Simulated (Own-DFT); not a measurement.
## Calculated data, Si₃Ge (diamond lattice with Si and Ge gathered in clusters, atoms displaced)

Computed with Own-DFT development build. A calculation, not a measurement: plane-wave density functional theory by an unreviewed code, no spin, of a simulated periodic cell, stress positive in tension, run twice, with PBE and with PBEsol, both on files made for PBE, so the change isn't that of files made for PBEsol; forces on such cells passed a denser k mesh, this cell's mesh not checked; the far tail of each file's local potential was reset to the Coulomb form; each entry is a single point on an unrelaxed cell, so the pressure reflects the starting lattice, mostly measured values (interpolated for alloys), from which strain is counted, and rises with the displacements; printed positions are rounded, which can move forces by about a meV/angstrom; the program, named Own-DFT, is a retired in-house code; no spin-orbit coupling; stress was not checked against mesh or cutoff.

### Si₃Ge (diamond lattice with Si and Ge gathered in clusters, atoms displaced)

```cif
# cell vector a (Å): 10.9755 0.0000 0.0000
# cell vector b (Å): 0.0000 10.9755 0.0000
# cell vector c (Å): 0.0000 0.0000 10.9755
data_Si3Ge
_symmetry_space_group_name_H-M 'P 1'
_symmetry_Int_Tables_number 1
_cell_length_a 10.9755
_cell_length_b 10.9755
_cell_length_c 10.9755
_cell_angle_alpha 90.000
_cell_angle_beta 90.000
_cell_angle_gamma 90.000
_cell_volume 1322.13
loop_
_atom_site_label
_atom_site_type_symbol
_atom_site_fract_x
_atom_site_fract_y
_atom_site_fract_z
_atom_site_occupancy
Ge1 Ge 0.99801 0.00667 0.99489 1
Si1 Si 0.00751 0.25192 0.24997 1
Si2 Si 0.25184 0.00100 0.25082 1
Si3 Si 0.24905 0.25175 0.99689 1
Ge2 Ge 0.12039 0.12345 0.12413 1
Si4 Si 0.12440 0.37217 0.37662 1
Si5 Si 0.38016 0.12860 0.37707 1
Si6 Si 0.37363 0.37836 0.12669 1
Si7 Si 0.00506 0.00112 0.49961 1
Si8 Si 0.00255 0.24905 0.74907 1
Si9 Si 0.25052 0.99923 0.74669 1
Si10 Si 0.25366 0.24729 0.49969 1
Si11 Si 0.12517 0.12207 0.62987 1
Si12 Si 0.12251 0.37459 0.87515 1
Si13 Si 0.37258 0.12698 0.87812 1
Si14 Si 0.37090 0.37455 0.62800 1
Si15 Si 0.00275 0.49747 0.00095 1
Ge3 Ge 0.99841 0.74806 0.24865 1
Si16 Si 0.24990 0.49392 0.24599 1
Si17 Si 0.25757 0.75507 0.99772 1
Ge4 Ge 0.12348 0.62619 0.12798 1
Ge5 Ge 0.12651 0.87538 0.38064 1
Si18 Si 0.37441 0.62496 0.37664 1
Si19 Si 0.37318 0.87384 0.12194 1
Si20 Si 0.00069 0.49978 0.49803 1
Si21 Si 0.99940 0.75037 0.75074 1
Si22 Si 0.25052 0.49940 0.74751 1
Si23 Si 0.25087 0.74990 0.50041 1
Si24 Si 0.11761 0.62352 0.62544 1
Ge6 Ge 0.12652 0.87527 0.87878 1
Si25 Si 0.37398 0.62310 0.87151 1
Si26 Si 0.37192 0.87647 0.62770 1
Si27 Si 0.50368 0.00125 0.00120 1
Si28 Si 0.50203 0.25114 0.24780 1
Ge7 Ge 0.74828 0.99906 0.24809 1
Si29 Si 0.74956 0.25025 0.99809 1
Ge8 Ge 0.62787 0.12431 0.12428 1
Si30 Si 0.62592 0.37555 0.37495 1
Ge9 Ge 0.87561 0.12581 0.37350 1
Si31 Si 0.88003 0.37493 0.12296 1
Si32 Si 0.50619 0.00104 0.49893 1
Si33 Si 0.50072 0.24427 0.74900 1
Si34 Si 0.75149 0.99738 0.75133 1
Si35 Si 0.75103 0.25447 0.50013 1
Si36 Si 0.62650 0.12662 0.62361 1
Si37 Si 0.62433 0.37509 0.87806 1
Ge10 Ge 0.87180 0.12862 0.87480 1
Si38 Si 0.87544 0.37170 0.62813 1
Si39 Si 0.50021 0.49956 0.00055 1
Si40 Si 0.50375 0.75307 0.24895 1
Si41 Si 0.75042 0.50072 0.24635 1
Ge11 Ge 0.75279 0.74999 0.99817 1
Ge12 Ge 0.62458 0.62511 0.12616 1
Ge13 Ge 0.62756 0.87576 0.37865 1
Ge14 Ge 0.87393 0.63205 0.37532 1
Ge15 Ge 0.87469 0.87211 0.12475 1
Si42 Si 0.49447 0.49841 0.50479 1
Si43 Si 0.49629 0.75694 0.74992 1
Si44 Si 0.74954 0.49994 0.74303 1
Si45 Si 0.75029 0.74730 0.49767 1
Si46 Si 0.62341 0.62425 0.62978 1
Ge16 Ge 0.62084 0.87140 0.87553 1
Si47 Si 0.87619 0.62623 0.87523 1
Si48 Si 0.87550 0.87644 0.62270 1
```

* functional: PBE, then PBEsol
* potential files: PseudoDojo norm-conserving, scalar-relativistic, standard set
* wave cutoff: 42 hartree
* occupations: Fermi-Dirac
* smearing width: 0.1 eV
* k mesh: 3 x 3 x 3 centred on Gamma
* PBE pressure: 2.45 GPa
* PBE stress xx: -2.46 GPa
* PBE stress yy: -2.44 GPa
* PBE stress zz: -2.45 GPa
* PBE stress yz: -0.74 GPa
* PBE stress xz: -0.02 GPa
* PBE stress xy: 0.95 GPa
* PBEsol pressure: 0.66 GPa
* PBEsol stress xx: -0.67 GPa
* PBEsol stress yy: -0.66 GPa
* PBEsol stress zz: -0.67 GPa
* PBEsol stress yz: -0.75 GPa
* PBEsol stress xz: -0.01 GPa
* PBEsol stress xy: 0.95 GPa
* rms change of force components from PBE to PBEsol: 0.043 eV/Å

Force:
```
force element  PBE force x (eV/Å)  PBE force y (eV/Å)  PBE force z (eV/Å)  PBEsol force x (eV/Å)  PBEsol force y (eV/Å)  PBEsol force z (eV/Å)
           Ge              -0.245              -1.009               0.529                 -0.231                 -0.975                  0.517
           Si               -1.04                0.26               0.033                 -1.027                  0.156                  0.013
           Si               0.345               0.014               0.053                  0.251                  0.014                  0.051
           Si               0.057               0.219               0.497                  0.011                  0.178                  0.537
           Ge               1.333               0.474               0.298                  1.249                  0.416                  0.243
           Si                0.64               0.274               0.061                  0.635                  0.272                  0.072
           Si              -0.015              -0.529              -0.491                 -0.013                 -0.527                 -0.485
           Si                0.43              -0.797              -0.729                   0.43                 -0.795                 -0.724
           Si              -0.768               0.228               0.702                 -0.755                  0.216                  0.587
           Si              -0.084               0.242               0.071                 -0.127                  0.192                  0.117
           Si               0.134               0.374               0.868                  0.093                  0.327                  0.911
           Si              -0.621               0.138               0.422                 -0.614                  0.134                  0.418
           Si               0.259               0.387              -0.784                  0.253                  0.385                 -0.773
           Si               0.491               0.157              -0.318                  0.481                  0.156                 -0.314
           Si               0.394              -0.544              -0.466                  0.384                 -0.546                 -0.454
           Si               0.535              -0.539              -0.122                  0.527                 -0.541                 -0.111
           Si              -0.468               0.426              -0.504                 -0.416                  0.479                 -0.448
           Ge               0.517               0.835               0.527                  0.493                  0.803                  0.507
           Si              -0.143               0.722               1.275                 -0.197                  0.766                  1.221
           Si              -0.539              -1.198               0.125                 -0.626                 -1.177                  0.105
           Ge               1.142              -0.401              -1.032                  1.061                 -0.342                  -0.96
           Ge               0.321               0.057               -0.76                  0.272                  0.023                  -0.78
           Si                0.11              -0.133              -0.532                  0.108                 -0.132                 -0.536
           Si               0.863               0.692               0.729                  0.854                   0.69                  0.727
           Si              -0.389              -0.365                0.29                 -0.436                 -0.316                  0.234
           Si              -0.269               0.025              -0.142                 -0.224                  0.084                 -0.093
           Si              -0.816               0.164                 0.3                 -0.807                  0.163                   0.29
           Si               0.005              -0.608               0.686                 -0.046                 -0.556                  0.632
           Si                0.95               0.188               -0.08                  0.935                   0.19                 -0.076
           Ge               0.161              -0.079               -0.87                   0.11                 -0.032                 -0.806
           Si               0.321               0.232               0.194                  0.317                  0.224                  0.192
           Si               0.509               0.158              -0.979                  0.502                   0.16                 -0.978
           Si              -1.154              -0.071              -0.144                 -1.036                 -0.073                 -0.141
           Si              -0.263               0.346               0.349                 -0.207                  0.295                  0.289
           Ge               0.537              -0.097               0.371                  0.524                 -0.094                  0.358
           Si               0.129               0.848                 0.5                  0.138                  0.734                  0.499
           Ge              -0.507               0.631              -0.303                 -0.446                  0.564                 -0.251
           Si              -0.219               0.379               0.015                 -0.221                  0.381                  0.017
           Ge               0.434               0.381               0.271                  0.385                  0.326                  0.223
           Si              -0.439              -0.233               0.317                 -0.436                  -0.24                  0.319
           Si              -1.057               0.225               0.728                 -0.993                  0.161                  0.666
           Si              -0.244               0.708               0.372                 -0.241                    0.7                  0.363
           Si              -0.407               0.168              -0.673                   -0.4                  0.165                 -0.567
           Si              -0.195              -0.284               0.119                 -0.145                 -0.327                  0.066
           Si               0.433              -0.273               0.136                  0.438                  -0.27                  0.136
           Si               0.012              -0.023              -0.794                   0.01                 -0.022                 -0.787
           Ge              -0.197               0.183              -0.902                 -0.146                  0.126                 -0.829
           Si               0.314               0.429              -0.619                  0.316                  0.419                 -0.605
           Si               -0.46               0.029              -0.266                 -0.407                  0.081                 -0.215
           Si              -1.077              -0.179               0.349                 -0.963                 -0.174                   0.34
           Si               0.339              -0.573               0.504                  0.335                  -0.47                  0.483
           Ge              -0.298              -0.574               -0.15                 -0.328                 -0.511                   -0.1
           Ge               -0.11              -0.128              -0.176                 -0.065                  -0.08                 -0.206
           Ge              -0.332              -0.444              -0.239                 -0.278                 -0.394                 -0.284
           Ge              -0.182              -1.672              -0.021                 -0.131                 -1.583                 -0.076
           Ge               0.309               0.824              -0.355                  0.287                  0.796                 -0.341
           Si               0.547               0.156              -0.336                   0.54                   0.15                  -0.33
           Si              -0.183               -1.29              -0.304                 -0.124                 -1.221                 -0.247
           Si               0.209              -0.109               1.335                  0.212                 -0.109                  1.316
           Si              -0.373               0.361               1.502                 -0.361                  0.354                  1.379
           Si              -0.391               0.469              -0.757                 -0.396                  0.473                 -0.746
           Ge               0.381               0.838              -0.158                   0.42                  0.784                 -0.103
           Si               0.223              -0.897              -0.551                   0.17                 -0.841                 -0.487
           Si               0.101              -0.194               0.032                    0.1                 -0.191                  0.024
```
